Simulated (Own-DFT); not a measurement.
# Point defects and the pressure they add: L1_0 TiAl

Everything here is calculated. The program is Own-DFT (plane waves, in-house, since retired, never reviewed by a person); positions were held fixed, and spin and spin-orbit coupling were off.

Common settings: PBEsol; PseudoDojo norm-conserving scalar-relativistic files, made for PBE; cutoff 42 hartree; 4 x 4 x 4 k mesh centred on Gamma; cold (Marzari-Vanderbilt) smearing of 0.2 eV.

Known weak points: forces on such cells failed a check on a denser k mesh; stress not checked against mesh or cutoff.

All runs share one cell, with vectors in Å (5.622, 5.622, 0.000); (-5.622, 5.622, 0.000); (0.000, 0.000, 8.133) and a volume of 514.0 Å³. The atoms are randomly displaced, by u rms on each axis. The defect's site can differ from row to row.

```
cell,formula,u (Å),P (GPa)
no defect,Al16Ti16,0.0188,-1.68
no defect,Al16Ti16,0.0455,-1.17
no defect,Al16Ti16,0.0515,-1.08
one Ti vacancy,Al16Ti15,0.0266,-2.31
one Ti vacancy,Al16Ti15,0.0277,?
one Ti vacancy,Al16Ti15,0.0308,-2.13
one Ti vacancy,Al16Ti15,0.0325,-2.07
two Al vacancies,Al14Ti16,0.0291,-3.29
two Al vacancies,Al14Ti16,0.0320,-3.25
two Al vacancies,Al14Ti16,0.0521,-2.82
```

## Working it out

P = P0 + c u² + a shift for each defect gives P0 = -1.76 GPa, c = 268 ± 25 GPa/Å² and a scatter of 0.06 GPa. The shifts, and each times the cell's volume:

- one Ti vacancy: -0.65 ± 0.05 GPa, -2.1 eV
- two Al vacancies: -1.77 ± 0.05 GPa, -5.7 eV (-2.8 eV for each of its 2 sites)

Positive is outwards. The product with the volume (160.2 GPa Å³ to the eV) is nearly free of the cell's size; divided by the bulk modulus at the cell's pressure it gives the volume that the defect adds. The atoms around the defects weren't relaxed, which would change these numbers.

## The run left out

Q: what pressure belongs in the blank (one Ti vacancy, u = 0.0277 Å)?

Estimate: -2.21 ± 0.06 GPa. Computed: -2.17 GPa.
